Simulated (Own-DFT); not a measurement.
# Which way do the neighbours of a vacancy move? 2H SiC, 71 atoms (C36Si35), with one Si vacancy

All numbers below are calculated, not measured. The program, named Own-DFT, is a retired in-house plane-wave density functional code that no person has reviewed. Each row is one single-point run on a periodic cell that was not relaxed, without spin or spin-orbit coupling.

Settings of every run: PBE; PseudoDojo norm-conserving scalar-relativistic files; cutoff 42 hartree; 4 x 4 x 3 k mesh centred on Gamma; Fermi-Dirac smearing of 0.1 eV.

Known limits: a neutral cation vacancy leaves holes that likely carry spin, which these runs leave out; not probed for a lower state with spin; forces on such cells moved up to 12 meV/angstrom on a denser k mesh; stress not checked against mesh or cutoff.

Cell vectors in Å: (9.248, 0.000, 0.000); (-4.624, 8.009, 0.000); (0.000, 0.000, 10.068). Every atom was also moved at random, by a Gaussian of width 0.05 Å on each axis. The defect's site can differ from row to row. The empty site has 4 nearest neighbours, all C. For each, d is its distance from the empty site and R the part of its force along the line away from it, positive outwards. The last column is the rms force component on atoms over 4.5 Å away.

```
run,d1 (Å),d2 (Å),d3 (Å),d4 (Å),R1 (eV/Å),R2 (eV/Å),R3 (eV/Å),R4 (eV/Å),far F (eV/Å)
1,1.817,1.837,1.855,1.858,2.38,1.51,1.66,1.86,1.55
2,1.776,1.863,1.894,1.905,2.28,1.06,1.04,1.48,1.36
3,1.854,1.885,1.934,1.965,2.20,1.49,0.70,1.05,1.36
4,1.870,1.899,1.944,1.949,1.45,1.68,0.93,1.22,1.61
5,1.878,1.904,1.912,1.941,1.35,1.03,0.98,0.97,1.41
6,1.837,1.839,1.842,1.876,1.84,1.89,2.07,0.99,1.52
7,1.854,1.907,1.927,1.937,1.60,0.48,1.09,0.81,1.56
8,1.829,1.873,1.920,1.931,1.89,1.56,1.45,1.25,1.65
9,1.846,1.895,1.951,1.976,?,?,?,?,?
```

## Worked fit

A straight line through the 32 neighbours shown gives R = 1.41 - 8.4 (d - 1.885) eV/Å, with a scatter of 0.30 left by the moves of the other atoms. The slope, with an error of 1.2, is the pull back towards the neighbour's own site. The constant, 1.41 ± 0.05 eV/Å, is the force at the mean distance: with one bond gone, the neighbours are pushed outwards, away from the empty site. It shows how a relaxation would start, not where it would end, and it depends somewhat on the width of the random moves.

## Withheld run

Question: what mean R should the neighbours of run 9 feel? Their mean d is 1.917 Å.

The line gives 1.14 ± 0.16 eV/Å, by the scatter of the means of the runs shown. The calculation gave R = 1.92, 1.61, 1.10, 0.76, a mean of 1.35 eV/Å.
